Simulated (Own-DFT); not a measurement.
# What a defect does to the pressure of its cell: C11b WSi2

Everything here is calculated. The program is Own-DFT (plane waves, in-house, since retired, never reviewed by a person); positions were held fixed, and spin and spin-orbit coupling were off.

Common settings: PBE; PseudoDojo norm-conserving scalar-relativistic files; cutoff 50 hartree; 5 x 5 x 5 k mesh centred on Gamma; cold (Marzari-Vanderbilt) smearing of 0.2 eV.

Keep in mind: forces on such cells failed a check on a denser k mesh; stress not checked against mesh or cutoff.

All runs share one cell, with vectors in Å (-2.148, -5.953, 3.409); (-6.444, 2.976, 1.136); (-2.553, -2.948, -6.757) and a volume of 403.2 Å³. The atoms are randomly displaced, by u rms on each axis. The defect's site can differ from row to row.

| cell | formula | u (Å) | P (GPa) |
|---|---|---|---|
| no defect | Si20W10 | 0.0172 | 4.52 |
| no defect | Si20W10 | 0.0188 | 4.41 |
| no defect | Si20W10 | 0.0468 | 5.85 |
| one Si vacancy | Si19W10 | 0.0296 | 3.36 |
| one Si vacancy | Si19W10 | 0.0301 | 3.32 |
| one Si vacancy | Si19W10 | 0.0448 | 3.82 |
| one Si on a W site | Si21W9 | 0.0295 | 6.44 |
| one Si on a W site | Si21W9 | 0.0491 | 7.44 |
| one Si on a W site | Si21W9 | 0.0545 | 7.94 |
| one W vacancy | Si20W9 | 0.0292 | 3.48 |
| one W vacancy | Si20W9 | 0.0292 | 3.63 |
| one W vacancy | Si20W9 | 0.0464 | ? |
| one W vacancy | Si20W9 | 0.0557 | 4.42 |
| one W on a Si site | Si19W11 | 0.0301 | 9.80 |
| one W on a Si site | Si19W11 | 0.0303 | 9.54 |
| one W on a Si site | Si19W11 | 0.0559 | 11.26 |

## Fit

P = P0 + c u² + a shift for each defect gives P0 = 4.35 GPa, c = 605 ± 58 GPa/Å² and a scatter of 0.20 GPa. The shifts, and each times the cell's volume:

- one W on a Si site: 4.85 ± 0.17 GPa, 12.2 eV
- one Si on a W site: 1.65 ± 0.18 GPa, 4.2 eV
- one W vacancy: -1.48 ± 0.17 GPa, -3.7 eV
- one Si vacancy: -1.62 ± 0.17 GPa, -4.1 eV

Against the defect-free cell, a freed cell would be larger where the shift is positive and smaller where it is negative (160.2 GPa Å³ is 1 eV). The atoms around the defects weren't relaxed, which would change these numbers.

## Withheld run

Question: what pressure belongs in the blank (one W vacancy, u = 0.0464 Å)?

The fitted form gives 4.18 ± 0.23 GPa. Computed: 3.88 GPa.
